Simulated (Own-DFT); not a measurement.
GaP (zincblende, strained, atoms displaced), GaN (wurtzite, strained, atoms displaced), SiC (3C silicon carbide, strained, atoms displaced) (calculated)

Computed with Own-DFT development build. A calculation, not a measurement: plane-wave PBE density functional theory by an unreviewed code, no spin, of a simulated periodic cell, stress positive in tension, free energy of the whole cell less one offset for each atom, forces on such cells passed a denser k mesh, this cell's mesh not checked; offsets are fitted by least squares, one for each functional and potential file, so energies compare only between cells with the same atoms and settings and are not formation energies; the far tail of each file's local potential was reset to the Coulomb form; each entry is a single point on an unrelaxed cell, so the pressure reflects the starting lattice, mostly measured values (interpolated for alloys), from which strain is counted, and rises with the displacements; printed positions are rounded, which can move forces by about a meV/angstrom; the program, named Own-DFT, is a retired in-house code; no spin-orbit coupling.

Common to all runs: functional PBE.

(1) 
```cif
# cell vector a (Å): 10.8620 0.0000 0.0000
# cell vector b (Å): 0.0000 10.8620 0.0000
# cell vector c (Å): 0.0000 0.0000 10.9361
data_GaP
_symmetry_space_group_name_H-M 'P 1'
_symmetry_Int_Tables_number 1
_cell_length_a 10.8620
_cell_length_b 10.8620
_cell_length_c 10.9361
_cell_angle_alpha 90.000
_cell_angle_beta 90.000
_cell_angle_gamma 90.000
_cell_volume 1290.27
loop_
_atom_site_label
_atom_site_type_symbol
_atom_site_fract_x
_atom_site_fract_y
_atom_site_fract_z
_atom_site_occupancy
Ga1 Ga 0.00631 0.99753 0.99877 1
Ga2 Ga 0.00006 0.25278 0.25309 1
Ga3 Ga 0.25140 0.00403 0.25175 1
Ga4 Ga 0.26025 0.25113 0.99856 1
P1 P 0.12857 0.12451 0.12536 1
P2 P 0.11914 0.37922 0.38138 1
P3 P 0.37737 0.12036 0.38699 1
P4 P 0.37473 0.37650 0.12014 1
Ga5 Ga 0.99454 0.99934 0.49226 1
Ga6 Ga 0.00268 0.25201 0.74795 1
Ga7 Ga 0.24537 0.00027 0.75980 1
Ga8 Ga 0.24504 0.24391 0.50171 1
P5 P 0.12125 0.11507 0.62481 1
P6 P 0.12310 0.36769 0.86880 1
P7 P 0.37609 0.12239 0.87186 1
P8 P 0.38513 0.38106 0.62136 1
Ga9 Ga 0.00460 0.49376 0.99801 1
Ga10 Ga 0.00145 0.74920 0.25162 1
Ga11 Ga 0.25364 0.50146 0.24643 1
Ga12 Ga 0.24783 0.75229 0.00460 1
P9 P 0.12145 0.62616 0.11931 1
P10 P 0.12500 0.87185 0.37137 1
P11 P 0.37600 0.61322 0.37595 1
P12 P 0.37720 0.87529 0.12663 1
Ga13 Ga 0.99934 0.49730 0.50242 1
Ga14 Ga 0.99853 0.74864 0.75290 1
Ga15 Ga 0.25130 0.50213 0.75393 1
Ga16 Ga 0.25800 0.74983 0.50408 1
P13 P 0.13291 0.62852 0.62541 1
P14 P 0.12455 0.87112 0.87547 1
P15 P 0.37688 0.62475 0.88014 1
P16 P 0.38113 0.87291 0.62773 1
Ga17 Ga 0.50409 0.99495 0.99964 1
Ga18 Ga 0.50310 0.24481 0.24458 1
Ga19 Ga 0.74806 0.99508 0.25474 1
Ga20 Ga 0.74626 0.24581 0.00695 1
P17 P 0.62488 0.12750 0.13248 1
P18 P 0.62664 0.38547 0.36993 1
P19 P 0.87197 0.12660 0.36988 1
P20 P 0.87914 0.37469 0.11930 1
Ga21 Ga 0.49812 0.00570 0.49605 1
Ga22 Ga 0.49919 0.25172 0.74766 1
Ga23 Ga 0.74565 0.00168 0.74831 1
Ga24 Ga 0.75077 0.25291 0.49289 1
P21 P 0.62712 0.12245 0.62689 1
P22 P 0.63025 0.38227 0.88002 1
P23 P 0.87876 0.12220 0.87048 1
P24 P 0.87114 0.37146 0.62435 1
Ga25 Ga 0.49963 0.48678 0.00533 1
Ga26 Ga 0.49329 0.74386 0.25362 1
Ga27 Ga 0.75330 0.50129 0.25063 1
Ga28 Ga 0.75437 0.75421 0.00421 1
P25 P 0.62340 0.62518 0.11894 1
P26 P 0.62403 0.87048 0.37215 1
P27 P 0.87200 0.62508 0.38127 1
P28 P 0.87288 0.87884 0.13459 1
Ga29 Ga 0.49829 0.49692 0.49143 1
Ga30 Ga 0.49694 0.74247 0.74956 1
Ga31 Ga 0.75232 0.49707 0.74121 1
Ga32 Ga 0.74873 0.75444 0.50883 1
P29 P 0.62660 0.62541 0.62760 1
P30 P 0.62846 0.86815 0.87268 1
P31 P 0.88285 0.63376 0.87331 1
P32 P 0.87173 0.87465 0.62555 1
_calc_potential_files 'PseudoDojo norm-conserving, scalar-relativistic, standard set'
_calc_wave_cutoff 42  # hartree
_calc_occupations 'Fermi-Dirac'
_calc_smearing_width 0.1  # eV
_calc_hardware 'one NVIDIA H100'
_calc_k_mesh '3 x 3 x 3 centred on Gamma'
_calc_free_energy_of_cell_above_offsets '-33.714'  # eV
_calc_pressure 3.45  # GPa
_calc_stress_xx -3.7  # GPa
_calc_stress_yy -3.57  # GPa
_calc_stress_zz -3.07  # GPa
_calc_stress_yz 0.21  # GPa
_calc_stress_xz 0.25  # GPa
_calc_stress_xy -0.13  # GPa
_calc_wall_time 511.4  # s
```

Force:
```tsv
element	x (eV/Å)	y (eV/Å)	z (eV/Å)
Ga	-0.689	0.182	0.336
Ga	0.217	-0.043	-0.551
Ga	0.143	-0.419	0.091
Ga	-1.089	-0.549	-0.34
P	0.02	0.627	-0.032
P	1.168	-0.703	-0.916
P	-0.942	1.477	-2.062
P	-0.267	-0.886	1.396
Ga	0.091	-0.41	0.327
Ga	-0.641	-0.877	-0.536
Ga	0.351	-0.467	-0.981
Ga	0.255	0.717	0.466
P	0.046	0.53	0.027
P	1.078	0.672	0.72
P	0.528	0.225	0.432
P	-1.511	-0.827	0.448
Ga	-0.237	0.537	-0.664
Ga	-0.524	-0.418	0.066
Ga	-1.068	-0.21	0.002
Ga	0.51	-0.099	-0.372
P	0.321	-0.395	0.749
P	0.588	0.222	0.56
P	-0.643	1.443	-0.227
P	-0.302	0.065	0.234
Ga	-0.268	0.944	0.65
Ga	0.754	0.56	-1.202
Ga	0.264	-0.162	-0.28
Ga	-0.269	0.14	-0.571
P	-0.936	-0.425	0.141
P	0.066	0.006	0.189
P	-0.248	-0.37	0.414
P	-0.424	0.716	0.042
Ga	0.153	0.197	-0.142
Ga	-0.968	1.049	1.384
Ga	-0.275	0.501	-0.029
Ga	0.723	0.231	-0.966
P	0.343	-1.441	-0.958
P	-0.16	-1.597	-0.115
P	0.097	-0.052	0.223
P	-0.421	-0.102	0.79
Ga	1.375	-1.608	1.261
Ga	0.639	0.163	0.304
Ga	0.566	-0.478	0.449
Ga	-0.606	-0.207	0.32
P	-0.355	0.85	-0.831
P	-0.059	-1.229	-0.688
P	-0.44	0.21	0.703
P	0.735	-0.112	-0.24
Ga	0.595	1.821	-0.85
Ga	0.625	-0.022	-0.512
Ga	0.248	0.575	-0.874
Ga	0.007	-0.275	-0.173
P	0.11	-0.173	0.717
P	-0.453	0.104	0.708
P	0.353	0.24	-0.198
P	0.758	-0.25	-0.982
Ga	1.148	0.391	1.026
Ga	0.359	0.221	0.331
Ga	0.064	0.801	1.171
Ga	-0.251	-0.438	-0.743
P	-0.559	-0.46	-0.7
P	-0.283	0.459	0.092
P	-1.12	-1.699	0.742
P	0.712	0.525	0.22
```

(2) 
```cif
# cell vector a (Å): 12.7560 0.0319 0.0000
# cell vector b (Å): -4.7628 8.2733 0.0000
# cell vector c (Å): 0.0000 0.0000 10.3700
data_GaN
_symmetry_space_group_name_H-M 'P 1'
_symmetry_Int_Tables_number 1
_cell_length_a 12.7560
_cell_length_b 9.5463
_cell_length_c 10.3700
_cell_angle_alpha 90.000
_cell_angle_beta 90.000
_cell_angle_gamma 119.785
_cell_volume 1095.97
loop_
_atom_site_label
_atom_site_type_symbol
_atom_site_fract_x
_atom_site_fract_y
_atom_site_fract_z
_atom_site_occupancy
Ga1 Ga 0.08588 0.22365 0.99744 1
Ga2 Ga 0.16960 0.12126 0.24890 1
N1 N 0.07911 0.21990 0.19277 1
N2 N 0.16368 0.10333 0.43699 1
Ga3 Ga 0.08298 0.22823 0.50081 1
Ga4 Ga 0.17298 0.11264 0.74412 1
N3 N 0.08763 0.22820 0.69269 1
N4 N 0.16252 0.10869 0.95210 1
Ga5 Ga 0.07841 0.55442 0.99867 1
Ga6 Ga 0.16867 0.44475 0.25317 1
N5 N 0.07293 0.56358 0.19593 1
N6 N 0.16080 0.44632 0.43789 1
Ga7 Ga 0.08210 0.56162 0.49701 1
Ga8 Ga 0.16360 0.44109 0.75132 1
N7 N 0.08240 0.55523 0.69943 1
N8 N 0.16662 0.44988 0.93622 1
Ga9 Ga 0.08308 0.88179 0.00198 1
Ga10 Ga 0.16558 0.78602 0.25935 1
N9 N 0.07716 0.88404 0.18743 1
N10 N 0.16804 0.77795 0.43885 1
Ga11 Ga 0.08804 0.89626 0.50234 1
Ga12 Ga 0.16108 0.76862 0.74565 1
N11 N 0.08614 0.89996 0.68613 1
N12 N 0.16842 0.79023 0.93446 1
Ga13 Ga 0.32582 0.22372 0.99376 1
Ga14 Ga 0.41001 0.10961 0.24688 1
N13 N 0.33476 0.23059 0.19203 1
N14 N 0.41410 0.12019 0.43907 1
Ga15 Ga 0.32364 0.21794 0.49901 1
Ga16 Ga 0.42578 0.12463 0.75689 1
N15 N 0.34205 0.22176 0.68667 1
N16 N 0.41500 0.11400 0.94195 1
Ga17 Ga 0.32943 0.55007 0.98964 1
Ga18 Ga 0.40602 0.43316 0.24605 1
N17 N 0.33476 0.55047 0.18928 1
N18 N 0.41242 0.44691 0.44196 1
Ga19 Ga 0.33307 0.55465 0.50798 1
Ga20 Ga 0.41285 0.45063 0.75863 1
N19 N 0.32379 0.54684 0.69133 1
N20 N 0.41726 0.44457 0.93482 1
Ga21 Ga 0.33090 0.88219 0.00016 1
Ga22 Ga 0.42392 0.77645 0.25198 1
N21 N 0.32812 0.88092 0.19467 1
N22 N 0.41332 0.77762 0.43681 1
Ga23 Ga 0.33712 0.89991 0.49856 1
Ga24 Ga 0.41666 0.77409 0.73854 1
N23 N 0.33034 0.88128 0.69105 1
N24 N 0.42351 0.77832 0.93716 1
Ga25 Ga 0.57994 0.22753 0.99715 1
Ga26 Ga 0.65947 0.11510 0.24482 1
N25 N 0.58050 0.22468 0.18813 1
N26 N 0.66508 0.11591 0.43742 1
Ga27 Ga 0.58940 0.22156 0.49039 1
Ga28 Ga 0.65840 0.11460 0.74691 1
N27 N 0.58210 0.21780 0.68679 1
N28 N 0.66483 0.10817 0.93782 1
Ga29 Ga 0.59200 0.55503 0.00004 1
Ga30 Ga 0.66501 0.44141 0.24782 1
N29 N 0.58460 0.54900 0.19035 1
N30 N 0.67669 0.46243 0.43913 1
Ga31 Ga 0.57359 0.54547 0.49555 1
Ga32 Ga 0.66662 0.43868 0.75419 1
N31 N 0.58799 0.56166 0.68569 1
N32 N 0.66609 0.44400 0.93696 1
Ga33 Ga 0.58406 0.89225 0.00351 1
Ga34 Ga 0.66576 0.78201 0.24678 1
N33 N 0.58202 0.89243 0.19330 1
N34 N 0.67137 0.78201 0.44095 1
Ga35 Ga 0.58356 0.88651 0.50131 1
Ga36 Ga 0.65909 0.76782 0.74810 1
N35 N 0.58938 0.89009 0.69215 1
N36 N 0.66667 0.78151 0.93557 1
Ga37 Ga 0.83328 0.23280 0.99367 1
Ga38 Ga 0.90550 0.10559 0.24986 1
N37 N 0.83617 0.22568 0.18128 1
N38 N 0.91915 0.11479 0.43144 1
Ga39 Ga 0.82295 0.21620 0.50568 1
Ga40 Ga 0.90833 0.10689 0.74811 1
N39 N 0.83236 0.22244 0.68308 1
N40 N 0.91283 0.10670 0.93614 1
Ga41 Ga 0.83375 0.56135 0.99836 1
Ga42 Ga 0.91202 0.45202 0.25152 1
N41 N 0.83180 0.55068 0.19210 1
N42 N 0.92071 0.44202 0.43528 1
Ga43 Ga 0.83092 0.55488 0.50091 1
Ga44 Ga 0.92049 0.44067 0.74907 1
N43 N 0.83223 0.55618 0.68254 1
N44 N 0.91464 0.44927 0.94218 1
Ga45 Ga 0.83550 0.89003 0.00113 1
Ga46 Ga 0.92493 0.77798 0.25017 1
N45 N 0.82999 0.87862 0.19244 1
N46 N 0.91723 0.78211 0.43951 1
Ga47 Ga 0.83410 0.88122 0.49543 1
Ga48 Ga 0.92002 0.77047 0.74389 1
N47 N 0.83055 0.88318 0.69797 1
N48 N 0.92397 0.78574 0.93502 1
_calc_potential_files 'PseudoDojo norm-conserving, scalar-relativistic, standard set with the stringent files for Ga'
_calc_wave_cutoff 96  # hartree
_calc_occupations 'Gaussian'
_calc_smearing_width 0.01  # eV
_calc_k_mesh '3 x 4 x 3 centred on Gamma'
_calc_free_energy_of_cell_above_offsets '-4.678'  # eV
_calc_pressure 6.96  # GPa
_calc_stress_xx -8.23  # GPa
_calc_stress_yy -6.73  # GPa
_calc_stress_zz -5.91  # GPa
_calc_stress_yz -0.33  # GPa
_calc_stress_xz -0.31  # GPa
_calc_stress_xy 1.04  # GPa
```

Force:
```tsv
element	x (eV/Å)	y (eV/Å)	z (eV/Å)
Ga	-1.782	-0.092	0.849
Ga	-0.723	-1.425	-0.212
N	-0.122	0.526	-0.765
N	-0.686	1.769	-0.252
Ga	-0.316	-0.705	-0.156
Ga	-0.55	0.697	1.39
N	-0.385	-1.314	-0.685
N	0.553	-0.26	-2.073
Ga	0.422	1.161	1.303
Ga	-1.465	0.312	-0.71
N	2.464	-0.075	-1.307
N	1.451	0.375	0.785
Ga	0.232	-0.765	0.593
Ga	-0.496	0.21	0.136
N	0.108	-0.692	-1.975
N	-0.394	-0.638	0.532
Ga	-0.757	1.053	0.331
Ga	0.18	-1.002	-1.536
N	1.756	1.934	0.088
N	-0.298	0.964	1.324
Ga	-0.644	-1.64	-0.371
Ga	0.329	2.383	0.714
N	0.646	-1.622	0.21
N	1.172	-1.838	-0.12
Ga	1.221	-0.012	1.012
Ga	0.604	-0.221	0.315
N	-0.014	-2.839	-1.639
N	1.208	-0.152	-0.575
Ga	1.068	1.045	0.418
Ga	-0.647	-2.257	-0.525
N	-1.681	0.814	0.355
N	-0.11	-0.212	0.176
Ga	0.529	1.346	1.588
Ga	1.682	2.995	1.391
N	-1.159	0.891	-0.969
N	-0.139	-1.032	-0.827
Ga	-1.22	0.227	-1.326
Ga	1.662	-0.657	-2.429
N	0.989	0.92	-0.067
N	0.342	-0.028	1.534
Ga	0.346	0.29	0.086
Ga	-1.968	-0.886	-0.12
N	0.589	0.781	-0.79
N	0.732	0.141	1.01
Ga	0.003	-0.737	0.565
Ga	0.025	0.608	1.447
N	-0.114	1.209	-0.545
N	-1.332	-0.415	-0.328
Ga	0.896	-1.121	0.712
Ga	2.024	0.241	0.161
N	-0.715	-0.421	-0.413
N	1.017	-1.646	-0.906
Ga	-2.999	1.773	1.084
Ga	2.67	-1.386	1.206
N	-0.721	1.495	-0.989
N	-0.744	1.19	-0.23
Ga	-2.207	1.218	0.548
Ga	0.392	0.847	0.911
N	-1.598	0.717	-0.454
N	-1.515	-2.665	-0.768
Ga	1.152	1.443	0.595
Ga	-0.404	1.115	-1.657
N	-0.76	-2.537	0.101
N	0.988	-0.004	-0.021
Ga	0.485	-0.44	-0.482
Ga	0.702	-1.168	0.832
N	0.635	0.294	-0.793
N	-1.278	-0.866	-0.755
Ga	0.021	0.001	-0.139
Ga	1.49	1.639	0.73
N	-1.636	0.21	-1.094
N	0.416	-0.785	1.021
Ga	0.588	-1.824	0.792
Ga	1.114	0.335	-0.547
N	-1.604	-0.12	0.571
N	-0.819	-0.62	1.833
Ga	2.166	0.865	-2.154
Ga	1.29	-0.591	0.261
N	-0.699	-0.031	1.67
N	0.083	1.455	0.246
Ga	0.124	0.461	0.672
Ga	1.741	-2.031	0.248
N	-1.734	1.2	-1.403
N	-1.678	-0.096	1.191
Ga	1.725	0.819	-0.655
Ga	-1.639	0.151	0.137
N	0.74	-1.138	1.433
N	0.153	0.146	-1.499
Ga	-0.342	-0.185	-0.242
Ga	-2.442	-0.839	0.804
N	0.167	0.712	-0.77
N	1.995	-0.894	-0.261
Ga	-0.946	1.696	1.403
Ga	-1.236	1.439	0.691
N	0.329	0.083	-1.537
N	-0.699	-1.27	0.063
```

(3) 
```cif
# cell vector a (Å): 12.9797 0.1914 -0.1141
# cell vector b (Å): 0.1276 8.5745 -0.1138
# cell vector c (Å): -0.0761 -0.1138 8.6091
data_SiC
_symmetry_space_group_name_H-M 'P 1'
_symmetry_Int_Tables_number 1
_cell_length_a 12.9816
_cell_length_b 8.5762
_cell_length_c 8.6102
_cell_angle_alpha 91.525
_cell_angle_beta 91.021
_cell_angle_gamma 88.296
_cell_volume 957.70
loop_
_atom_site_label
_atom_site_type_symbol
_atom_site_fract_x
_atom_site_fract_y
_atom_site_fract_z
_atom_site_occupancy
Si1 Si 0.99633 0.99192 0.99362 1
Si2 Si 0.99799 0.25204 0.25088 1
Si3 Si 0.16864 0.00528 0.26687 1
Si4 Si 0.16382 0.24915 0.00526 1
C1 C 0.08685 0.13300 0.12427 1
C2 C 0.08414 0.38181 0.36520 1
C3 C 0.25096 0.11346 0.38073 1
C4 C 0.24914 0.38392 0.12452 1
Si5 Si 0.00460 0.00449 0.49656 1
Si6 Si 0.99864 0.24843 0.75103 1
Si7 Si 0.16790 0.99286 0.74881 1
Si8 Si 0.16094 0.24964 0.49918 1
C5 C 0.08550 0.11442 0.62969 1
C6 C 0.08342 0.37561 0.87876 1
C7 C 0.24669 0.11862 0.87198 1
C8 C 0.25107 0.37722 0.62385 1
Si9 Si 0.99597 0.49744 0.99767 1
Si10 Si 0.99262 0.75348 0.24706 1
Si11 Si 0.16638 0.49711 0.25297 1
Si12 Si 0.16605 0.74309 0.99207 1
C9 C 0.09405 0.62389 0.12143 1
C10 C 0.07888 0.88076 0.37061 1
C11 C 0.25201 0.62555 0.37676 1
C12 C 0.24902 0.87717 0.12435 1
Si13 Si 0.99928 0.50349 0.49786 1
Si14 Si 0.99595 0.75167 0.75876 1
Si15 Si 0.17216 0.50184 0.74586 1
Si16 Si 0.16447 0.74424 0.49796 1
C13 C 0.08139 0.62434 0.62610 1
C14 C 0.08432 0.87970 0.87286 1
C15 C 0.25397 0.61925 0.87255 1
C16 C 0.24796 0.87206 0.62265 1
Si17 Si 0.33621 0.00238 0.99367 1
Si18 Si 0.34055 0.24781 0.24870 1
Si19 Si 0.49842 0.99587 0.25414 1
Si20 Si 0.50194 0.25565 0.99775 1
C17 C 0.41472 0.11937 0.12337 1
C18 C 0.41764 0.38268 0.36901 1
C19 C 0.58364 0.11919 0.37663 1
C20 C 0.57909 0.37359 0.11747 1
Si21 Si 0.33143 0.00015 0.50381 1
Si22 Si 0.33556 0.25557 0.75811 1
Si23 Si 0.50024 0.98538 0.75490 1
Si24 Si 0.49426 0.24527 0.49006 1
C21 C 0.41948 0.11509 0.61994 1
C22 C 0.41387 0.37152 0.86823 1
C23 C 0.57805 0.12300 0.87597 1
C24 C 0.57684 0.37564 0.63383 1
Si25 Si 0.33170 0.49395 0.00335 1
Si26 Si 0.33265 0.75374 0.24775 1
Si27 Si 0.50381 0.50207 0.25247 1
Si28 Si 0.49907 0.75562 0.00583 1
C25 C 0.41562 0.62394 0.12645 1
C26 C 0.41962 0.85856 0.37543 1
C27 C 0.58327 0.62375 0.37159 1
C28 C 0.58760 0.86867 0.12819 1
Si29 Si 0.33313 0.50368 0.49470 1
Si30 Si 0.32770 0.75802 0.74518 1
Si31 Si 0.50113 0.49868 0.74648 1
Si32 Si 0.50870 0.74787 0.49082 1
C29 C 0.41661 0.62264 0.61664 1
C30 C 0.41348 0.88999 0.89170 1
C31 C 0.58191 0.62723 0.87376 1
C32 C 0.58712 0.87810 0.62430 1
Si33 Si 0.65869 0.99940 0.00104 1
Si34 Si 0.66668 0.25162 0.24532 1
Si35 Si 0.83667 0.00685 0.25173 1
Si36 Si 0.83369 0.23906 0.00150 1
C33 C 0.75433 0.12044 0.13020 1
C34 C 0.74782 0.38087 0.38071 1
C35 C 0.91337 0.13412 0.36563 1
C36 C 0.91774 0.37312 0.12593 1
Si37 Si 0.66694 0.00578 0.50266 1
Si38 Si 0.66020 0.23725 0.75614 1
Si39 Si 0.83439 0.00344 0.74263 1
Si40 Si 0.83589 0.25378 0.50755 1
C37 C 0.75522 0.11976 0.61713 1
C38 C 0.74820 0.37763 0.85200 1
C39 C 0.91779 0.12479 0.88455 1
C40 C 0.91853 0.37480 0.61972 1
Si41 Si 0.67241 0.48536 0.99806 1
Si42 Si 0.67026 0.74568 0.25132 1
Si43 Si 0.83739 0.50419 0.24390 1
Si44 Si 0.83186 0.74626 0.98524 1
C41 C 0.75654 0.62047 0.12599 1
C42 C 0.74934 0.87196 0.37729 1
C43 C 0.91994 0.62395 0.36755 1
C44 C 0.91433 0.86952 0.11884 1
Si45 Si 0.66692 0.49552 0.50876 1
Si46 Si 0.65967 0.74932 0.75324 1
Si47 Si 0.84247 0.49969 0.74900 1
Si48 Si 0.83484 0.74922 0.50240 1
C45 C 0.75258 0.62693 0.62247 1
C46 C 0.75242 0.88127 0.87876 1
C47 C 0.92099 0.62859 0.86893 1
C48 C 0.91692 0.87078 0.61620 1
_calc_potential_files 'PseudoDojo norm-conserving, scalar-relativistic, standard set'
_calc_wave_cutoff 42  # hartree
_calc_occupations 'Fermi-Dirac'
_calc_smearing_width 0.1  # eV
_calc_hardware 'one NVIDIA H200'
_calc_k_mesh '3 x 4 x 4 centred on Gamma'
_calc_free_energy_of_cell_above_offsets '-4.852'  # eV
_calc_pressure 14.49  # GPa
_calc_stress_xx -13.44  # GPa
_calc_stress_yy -15.63  # GPa
_calc_stress_zz -14.42  # GPa
_calc_stress_yz -7.72  # GPa
_calc_stress_xz -4.99  # GPa
_calc_stress_xy 8.03  # GPa
_calc_wall_time 536.7  # s
```

Force:
```tsv
element	x (eV/Å)	y (eV/Å)	z (eV/Å)
Si	1.869	1.069	2.694
Si	1.235	-0.187	-0.996
Si	-1.719	-1.988	-4.811
Si	1.173	0.352	-0.967
C	-1.618	-2.174	1.41
C	-0.902	-1.532	2.224
C	0.978	4	0.373
C	0.805	-2.904	0.372
Si	-2.374	-0.546	0.353
Si	1.21	-0.179	0.767
Si	-0.239	0.553	0.686
Si	1.582	0.093	0.584
C	-0.987	2.457	-0.933
C	-0.002	-0.058	-1.719
C	1.014	1.825	0.374
C	0.399	-1.012	-1.124
Si	2.162	0.448	1.307
Si	3.12	-0.876	-0.494
Si	1.01	1.659	-0.609
Si	0.996	1.411	1.514
C	-3.844	0.166	0.305
C	1.129	-1.396	0.138
C	-1.053	0.324	-1.144
C	-0.006	0.273	-0.34
Si	0.756	-0.368	-0.15
Si	2.146	0.866	-2.949
Si	-1.994	-0.529	0.858
Si	-0.671	0.743	-0.075
C	0.25	0.437	0.198
C	-0.231	-1.596	-0.298
C	-0.049	1.482	-0.481
C	-0.361	0.582	-0.924
Si	-5.306	2.217	4.119
Si	-2.646	0.608	0.015
Si	0.062	-0.858	-0.327
Si	-2.854	-1.638	-0.28
C	2.034	1.213	0.129
C	0.324	-1.346	0.189
C	-0.131	1.575	-1.269
C	2.456	0.662	1.238
Si	1.327	-2.206	0.045
Si	-2.268	-3.327	-3.123
Si	-1.202	2.018	-0.933
Si	0.919	0.624	2.149
C	-0.378	1.303	1.4
C	2.36	1.97	2.504
C	0.844	-0.603	0.069
C	2.177	-2.701	-2.811
Si	0.942	1.179	-0.434
Si	-0.726	-1.088	-0.103
Si	-1.578	0.066	-1.246
Si	-0.494	-1.732	-0.152
C	0.746	-0.141	-0.65
C	-0.725	3.431	-0.145
C	2.705	-0.848	0.047
C	-0.868	1.12	-0.12
Si	-0.098	-0.772	1.053
Si	2.538	-2.356	1.474
Si	-2.558	1.765	1.473
Si	-2.171	0.065	2.617
C	1.049	1.625	1.374
C	3.716	-5.229	-5.453
C	-0.103	-0.586	0.963
C	-0.563	-0.661	-0.24
Si	2.532	-0.488	0.988
Si	0.183	-0.409	1.502
Si	-1.127	-3.09	-0.061
Si	-1.054	2.322	0.31
C	-2.35	1.24	-1.778
C	0.993	-1.071	-1.411
C	1.883	-0.197	2.563
C	-0.923	0.294	-1.417
Si	0.448	-1.863	-0.704
Si	1.221	1.485	-2.386
Si	0.416	-1.484	1.514
Si	-1.762	-0.437	-2.386
C	-1.321	1.925	1.307
C	1.344	-1.658	2.858
C	-0.113	-0.351	-3.471
C	1.419	0.191	0.733
Si	-1.031	2.606	-0.26
Si	0.218	-0.219	-0.003
Si	-0.585	-1.667	1.985
Si	-0.331	0.434	2.694
C	-1.664	0.584	-2.256
C	0.743	0.974	-0.388
C	-0.713	0.581	1.163
C	-0.333	1.031	-0.353
Si	-0.771	0.739	-0.088
Si	2.919	-0.015	-0.265
Si	-2.691	0.426	-1.091
Si	-1.029	-0.613	-1.34
C	-0.108	-0.259	1.266
C	-1.684	-0.04	-1.799
C	-1.137	-1.344	1.203
C	1.097	1.63	1.661
```
